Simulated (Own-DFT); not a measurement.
Ti$_{12}$O$_{23}$ (rutile with two vacancies, atoms displaced) (calculated)

Computed with Own-DFT development build. A calculation, not a measurement: plane-wave PBE density functional theory by an unreviewed code, no spin, of a simulated periodic cell, stress positive in tension, free energy of the whole cell less one offset for each atom, defect cell not probed for a lower state with spin; oxygen file: force components 24 meV/angstrom off all-electron in one glass; k mesh not checked against a denser one; offsets are fitted by least squares, one for each functional and potential file, so energies compare only between cells with the same atoms and settings and are not formation energies; the far tail of each file's local potential was reset to the Coulomb form; each entry is a single point on an unrelaxed cell, so the pressure reflects the starting lattice, mostly measured values (interpolated for alloys), from which strain is counted, and rises with the displacements; printed positions are rounded, which can move forces by about a meV/angstrom; the program, named Own-DFT, is a retired in-house code; no spin-orbit coupling; before rounding, a Quantum ESPRESSO 7.3.1 run of the same cell and cutoff gave forces within 1 meV/angstrom rms on each cell, which checks the program and not the settings.

Common to all runs: functional PBE; potential files PseudoDojo norm-conserving, scalar-relativistic, standard set; wave cutoff 72 hartree; occupations Fermi-Dirac; smearing width 0.1 eV; k mesh 3 x 3 x 3 centred on Gamma.

(1) 
```xyz
70
Lattice="9.1874 0.0000 0.0000 0.0000 9.1874 0.0000 0.0000 0.0000 8.8761" Properties=species:S:1:pos:R:3:force_x:R:1:force_y:R:1:force_z:R:1 formula=Ti12O23 free_energy_of_cell_above_offsets=-6.071 pressure=9.37 stress_xx=-8.65 stress_yy=-8.63 stress_zz=-10.85 stress_yz=1.94 stress_xz=0.22 stress_xy=1.19
Ti     0.0070     9.1045     0.0273     -0.034      0.259     -0.423
Ti     2.1810     2.2147     1.5696      2.681     -0.885     -2.341
O      1.4872     1.3649     8.8250      -1.65     -0.214      0.977
O      3.2047     3.0918     8.7833      1.374      2.295      1.617
O      3.6048     0.9346     1.3926     -0.621       0.15      1.356
Ti     0.1574     0.0849     2.8974     -2.017     -0.763       3.11
Ti     2.3671     2.4324     4.4377      0.002     -0.916       1.62
O      3.2268     3.2654     3.0861     -1.068     -1.046     -2.687
O      3.6719     0.9434     4.3645     -0.148     -0.663     -0.003
O      0.8774     3.6880     4.5661      0.705      -0.59     -2.346
Ti     9.1618     9.0939     5.9983      0.431      1.085     -2.375
Ti     2.3352     2.3201     7.3585     -1.521     -0.098     -1.088
O      1.4717     1.4734     5.8423     -0.953     -0.961      0.905
O      3.2118     3.2222     5.8479      0.448      0.059      1.164
O      3.6220     0.7797     7.3628     -0.741      1.617     -1.267
O      0.9085     3.7628     7.4606      0.161     -0.928      0.121
Ti     9.1635     4.6241     8.7633     -1.114     -0.376     -1.165
Ti     2.2939     6.9076     1.3307      0.175     -1.876      4.956
O      1.3726     5.9602     8.7762     -0.126     -0.914      2.007
O      3.0953     7.8695     0.0773      1.249       0.11     -1.919
O      3.9414     5.5619     1.6130     -3.052      1.403     -4.625
O      0.9388     8.1075     1.4581     -1.725      2.555     -0.439
Ti     9.1116     4.4825     2.9643      2.961      3.297     -0.876
Ti     2.2240     6.9481     4.4405      1.587     -2.717        0.2
O      1.4576     6.1114     2.8885     -1.909     -2.793     -0.402
O      3.1741     7.6414     3.0506       2.13      3.061     -2.231
O      3.6748     5.4586     4.4111      0.162      -0.07      0.234
O      0.8652     8.2420     4.4990     -0.456       1.51     -0.819
Ti     9.0649     4.5475     5.7133      2.649      0.269      5.901
Ti     2.2276     6.8032     7.4474      0.744      0.747     -4.966
O      1.3376     6.0815     5.9116     -0.482     -1.242      1.468
O      3.1319     7.7535     5.9172      1.232      1.045      0.819
O      3.6636     5.4578     7.3491      0.073      0.381      2.127
O      0.9530     8.2460     7.3908     -1.139      1.104      0.609
Ti     4.5064     9.1840     8.6358      2.823     -0.865      4.344
Ti     6.9144     2.3375     1.5568     -1.521     -2.412     -2.149
O      6.0663     1.3466     8.8721     -0.751      0.735     -0.332
O      7.7409     3.1507     0.0714      1.296      1.101     -0.814
O      8.3624     0.8882     1.4510       0.53      0.108      0.259
O      5.5972     3.7400     1.4858      0.414     -1.657     -2.114
Ti     4.4974     9.1807     2.9632      0.511     -0.833     -1.795
Ti     6.8999     2.5497     4.3634     -3.257     -3.546       3.32
O      5.8780     1.3351     2.8899      1.678      1.542     -0.057
O      7.8100     3.2855     2.9963     -0.151     -0.675     -1.759
O      8.4227     0.9034     4.3630      0.382      0.353     -0.672
O      5.5847     3.7616     4.5627      0.441     -0.995     -1.335
Ti     4.5919     9.1351     5.8761      0.185      0.125     -1.484
Ti     6.9539     2.2678     7.3992     -1.158      -1.49      0.004
O      5.9924     1.3867     5.8011      0.231      0.409      0.899
O      7.7511     3.2372     5.8433      0.396     -0.544      1.248
O      8.1956     0.8663     7.4026      1.522     -0.528      0.185
O      5.5606     3.7249     7.2139      1.816     -2.058      4.566
Ti     4.5619     4.5921     8.8747      0.533      0.249      0.229
Ti     6.9429     6.8317     1.5489       -1.3      1.773     -0.007
O      6.0808     5.9820     0.0062     -1.628     -1.374     -0.689
O      7.6914     7.7184     8.7938      2.184      1.739      0.982
O      8.3350     5.4995     1.4976      0.917     -1.227      0.306
O      5.4940     8.3012     1.3627     -0.311     -0.561      1.006
Ti     4.6881     4.5881     2.7845     -1.991      -0.95      6.681
Ti     6.8689     6.8652     4.4633     -0.482      1.104     -0.891
O      5.9703     5.7986     2.9578      3.688       3.36      0.551
O      7.8460     7.8123     2.9294     -0.742     -0.873     -0.165
O      8.3413     5.4833     4.5428     -1.948      2.251     -3.673
O      5.5340     8.2297     4.5571     -0.574      0.338     -1.593
Ti     4.6704     4.5789     6.0888     -2.905      2.628     -6.818
Ti     6.9427     6.8595     7.3943     -1.154     -0.135      0.226
O      5.9775     5.9820     5.7703      0.508        0.2      1.373
O      7.8022     7.7949     5.8854      0.065     -0.255      0.126
O      8.2572     5.5264     7.3995      0.382     -0.881      0.052
O      5.5266     8.2925     7.2814     -0.638     -0.049       0.77
```

Units: free_energy_of_cell_above_offsets in eV; pressure, stress_xx, stress_yy, stress_zz, stress_yz, stress_xz, stress_xy in GPa; force_x, force_y, force_z in eV/Å.

(2) 
```xyz
70
Lattice="9.1874 0.0000 0.0000 0.0000 9.1874 0.0000 0.0000 0.0000 8.8761" Properties=species:S:1:pos:R:3:force_x:R:1:force_y:R:1:force_z:R:1 formula=Ti12O23 free_energy_of_cell_above_offsets=-7.836 pressure=12.2 stress_xx=-10.59 stress_yy=-11.01 stress_zz=-14.99 stress_yz=1.25 stress_xz=0.16 stress_xy=-0.35
Ti     0.1292     0.0609     8.8424     -0.293       1.51     -0.623
Ti     2.1455     2.4650     1.4795       2.51     -3.215      1.439
O      1.4917     1.3023     0.0219      -0.81      0.425      0.364
O      3.1676     3.2275     8.8631      1.677      1.604      2.189
O      3.6600     0.8465     1.3195      0.165       0.63      2.571
O      0.8417     3.7390     1.4377      1.672     -1.876     -1.241
Ti     0.0555     9.1870     2.9430     -0.886      1.389      1.172
Ti     2.2484     2.3450     4.4645     -1.649      1.626      2.088
O      1.3799     1.4953     3.0647     -0.683     -1.274     -1.159
O      3.1628     3.0669     2.8969      1.086      1.507      0.434
O      3.7698     0.9030     4.6226     -2.898       3.74     -5.461
O      0.7353     3.6856     4.4483      2.557     -0.954     -0.618
Ti     9.1678     0.0165     5.9193      1.574      1.133     -0.232
Ti     2.2930     2.4252     7.5768     -0.276     -2.231     -4.911
O      1.4823     1.3677     5.9737     -0.151     -0.084     -0.567
O      3.1727     3.3320     5.9758      0.043     -0.465     -0.217
O      3.6813     0.9222     7.4891      0.355     -0.139      -1.95
O      0.9575     3.6262     7.4836     -1.163      1.243     -0.092
Ti     0.0021     4.5603     0.0125     -0.997      2.601     -2.188
Ti     2.3300     6.8983     1.4654      0.589     -0.976     -0.914
O      1.3183     5.9783     8.8037       0.81      0.158      1.135
O      3.2044     7.8039     0.0928     -0.642     -0.669     -0.909
O      3.7958     5.5336     1.4362     -0.412      0.309     -0.296
O      0.6998     8.3986     1.4707      1.927     -2.926     -0.357
Ti     0.0882     4.5076     2.8150     -1.282      2.152      5.849
Ti     2.3371     6.8478     4.4846     -0.773     -0.116     -3.806
O      1.3840     5.8899     2.9212      0.729      0.932      0.168
O      3.1687     7.7484     3.0335      0.175      1.061     -0.894
O      3.6163     5.4828     4.4566      0.933     -0.114     -0.139
O      0.8536     8.3192     4.4274       0.63     -0.691       0.04
Ti     9.1527     4.6922     6.0005      0.157     -0.525     -2.699
Ti     2.4279     6.9241     7.2026     -4.082     -2.155       7.25
O      1.5192     6.0010     5.8358     -1.052     -0.827      1.801
O      3.1680     7.8103     6.0239      2.043      2.485      -3.69
O      3.7816     5.5470     7.4636     -0.494      1.132      0.158
O      0.8958     8.2333     7.4770     -0.097      0.402      0.093
Ti     4.5870     0.0352     8.7891     -0.028      1.378      2.495
Ti     6.9894     2.4027     1.6227     -2.071     -1.789     -3.111
O      6.0729     1.4894     8.8644     -0.773     -0.458     -0.138
O      7.8729     3.1530     8.8620       0.38       1.28      0.801
O      8.3207     0.9883     1.5227      0.152     -0.628     -0.567
O      5.5444     3.7327     1.6030     -0.097      0.587     -1.128
Ti     4.6145     0.0517     2.9963      0.731     -0.317     -3.204
Ti     6.9878     2.2707     4.5415      -0.18      0.552     -0.085
O      6.0890     1.3458     3.0185     -1.279     -0.721      0.098
O      7.8146     3.0730     2.9664       2.03      2.295      1.612
O      8.3055     0.8735     4.5307     -0.313      0.134     -0.622
O      5.4951     3.6328     4.3395     -0.014      0.735      0.834
Ti     4.3880     0.0424     5.8002      4.993     -2.187      6.164
Ti     6.9782     2.2984     7.4306     -0.942      0.084      1.443
O      6.1543     1.5168     5.9514     -2.194     -1.447     -0.429
O      8.0118     3.2649     5.8971     -2.063     -1.103      0.289
O      8.2129     0.9847     7.3444      2.273     -2.261      0.821
O      5.5003     3.7237     7.3522      0.506      0.324      0.739
Ti     4.5636     4.5492     8.7623      0.197     -1.236      3.974
Ti     6.8853     6.9407     1.4832     -0.557      0.443      0.593
O      8.2937     5.4731     1.5657     -1.315      0.873      -1.12
O      5.4628     8.2647     1.4389      1.085     -0.749      0.983
Ti     4.6118     4.5876     3.0492      -0.13      -0.88     -0.948
Ti     6.8866     6.8746     4.2387      1.388     -0.519      3.996
O      6.0269     6.0810     2.9917     -1.778     -2.063     -1.982
O      7.6239     7.8814     2.9522      1.657      1.018     -1.009
O      8.3312     5.4958     4.4449     -1.007      1.188      0.049
O      5.3890     8.1596     4.5009     -0.322      1.472      0.117
Ti     4.6150     4.6796     6.0465     -0.149     -1.387     -3.134
Ti     6.8652     7.0589     7.2207     -0.144     -2.167      0.272
O      5.9208     6.0550     5.9241      0.683      0.177      0.186
O      7.9730     7.7833     6.1032     -0.471      0.065     -1.485
O      8.3520     5.4968     7.3710     -1.345      0.829      1.238
O      5.6154     8.2819     7.5917      0.106     -0.325     -1.533
```

Units: free_energy_of_cell_above_offsets in eV; pressure, stress_xx, stress_yy, stress_zz, stress_yz, stress_xz, stress_xy in GPa; force_x, force_y, force_z in eV/Å.

(3) 
```xyz
70
Lattice="9.1874 0.0000 0.0000 0.0000 9.1874 0.0000 0.0000 0.0000 8.8761" Properties=species:S:1:pos:R:3:force_x:R:1:force_y:R:1:force_z:R:1 formula=Ti12O23 free_energy_of_cell_above_offsets=-6.110 pressure=10.98 stress_xx=-10.1 stress_yy=-9.61 stress_zz=-13.23 stress_yz=-0.33 stress_xz=-1.98 stress_xy=-1.54
Ti     9.1119     9.1853     0.0704       1.76     -0.682     -2.817
Ti     2.3836     2.4997     1.4534      1.481     -1.236     -3.581
O      1.3520     1.3840     0.0270     -0.378     -0.416     -0.194
O      3.1790     3.2149     8.8511      -0.18     -0.562      0.346
O      3.7602     0.7870     1.3713     -1.811      1.593      2.072
O      0.8776     3.5387     1.4316     -0.661      0.683      1.331
Ti     0.0868     0.1204     2.8649      0.387     -3.063      1.975
Ti     2.3130     2.4066     4.5965      1.787       0.73     -2.519
O      3.2405     3.1157     2.9334     -0.791     -0.133       2.02
O      3.8181     0.9192     4.4034     -3.142       2.12      2.774
O      0.8449     3.5999     4.4614      0.831     -0.342     -1.079
Ti     0.0569     9.1488     5.8651     -1.094     -2.636      1.665
Ti     2.1876     2.1323     7.2384      4.508      2.601      9.924
O      1.3801     1.5160     6.0131      -4.42     -4.483      -6.12
O      3.2061     3.1883     6.0100     -0.036     -0.501     -1.009
O      3.6477     0.7660     7.3294     -0.177      1.042     -1.257
O      0.9659     3.7170     7.2315     -0.033     -1.108      1.443
Ti     9.0758     4.5166     0.0349      2.324      2.166     -1.014
Ti     2.2719     6.9481     1.5330      3.408      0.436     -4.306
O      1.4142     5.9017     8.7404      -0.18       0.01      0.891
O      3.1406     7.7997     8.7643     -0.511     -1.205      0.185
O      3.6575     5.3824     1.5028     -0.381       1.16      0.242
O      0.8829     8.3035     1.5277     -0.084      0.694     -0.037
Ti     9.1519     4.5390     3.0611     -0.241      1.989     -0.551
Ti     2.2629     6.8610     4.3910      0.588     -0.438      1.258
O      1.3956     6.0875     2.7511     -1.968     -2.481      3.489
O      3.2585     7.7303     2.9698      -0.44      0.258      0.058
O      3.7408     5.5542     4.5323     -0.832      0.161     -1.555
O      0.9426     8.3855     4.3759     -0.233      0.684      0.644
Ti     9.0825     4.3805     5.9810      0.503      4.015      0.775
Ti     2.2638     6.8212     7.3511      0.109       0.41      2.531
O      1.3651     6.0060     5.8272      0.143      0.023     -0.825
O      3.3030     7.7530     5.9805     -0.723     -0.317     -1.579
O      3.8191     5.4077     7.4029     -3.132      2.488     -1.404
O      0.8617     8.2468     7.4369     -0.598      1.092     -0.815
Ti     4.6985     0.1368     8.7990      -4.87     -5.174      2.991
Ti     7.0020     2.2746     1.5053     -3.728      0.648     -1.003
O      5.8742     1.2680     8.8109      6.343      6.291      -0.48
O      7.7498     3.2945     0.0431     -1.316     -2.525     -0.599
O      8.3375     0.8553     1.5868     -1.668      1.812     -1.549
O      5.4519     3.7176     1.3750      1.392     -1.586      1.784
Ti     4.5474     0.0817     3.1385      0.158     -1.081     -6.631
Ti     7.0037     2.2699     4.3702     -3.205      -0.82      0.045
O      5.9983     1.2928     2.9233      1.951      1.624      0.249
O      7.7805     3.1886     2.8662      0.686      0.296      0.723
O      5.5311     3.8136     4.3952      0.488     -1.162     -0.205
Ti     4.6908     9.0006     5.9872     -1.154      0.628      0.683
Ti     6.9495     2.2560     7.3147     -1.097     -0.858      0.247
O      6.0051     1.3431     5.8245      1.272      0.927      0.235
O      7.7067     3.2002     5.7901      -0.06     -1.104      1.045
O      8.3249     0.9620     7.4440     -0.642      0.621     -0.561
O      5.5755     3.9014     7.3025       2.32     -4.005      0.661
Ti     4.6351     4.5823     8.7229      0.342     -0.413      4.028
Ti     6.9172     6.8122     1.5893     -0.328      3.316     -4.327
O      6.0239     5.8498     0.0103      0.486      1.131      0.628
O      7.6804     7.7216     8.7391      3.097      2.306      3.301
O      8.3942     5.4646     1.4605     -0.404      0.283      0.902
O      5.5190     8.2880     1.3836      1.426     -1.696      0.545
Ti     4.5696     4.6759     2.9577     -0.203     -1.037     -1.298
Ti     6.7323     6.9011     4.3531      2.081     -0.319      3.367
O      6.0680     6.0043     2.8530     -1.972     -1.752      1.971
O      7.8024     7.8202     3.0080      0.119      0.153      0.327
O      8.1941     5.4442     4.5172      0.964     -0.514      -1.99
O      5.4629     8.2914     4.3774      1.034     -1.391      0.779
Ti     4.6258     4.5884     5.9595      0.886       0.98      -2.33
Ti     6.8556     6.9083     7.4631     -0.291     -2.203     -1.515
O      6.0204     5.9763     6.0219     -0.776      0.217     -2.292
O      7.7188     7.7600     5.9930      1.756      1.701     -2.015
O      8.2861     5.3677     7.3905     -0.032     -0.032      -0.18
O      5.6227     8.3244     7.3861     -0.839     -0.013     -0.497
```

Units: free_energy_of_cell_above_offsets in eV; pressure, stress_xx, stress_yy, stress_zz, stress_yz, stress_xz, stress_xy in GPa; force_x, force_y, force_z in eV/Å.
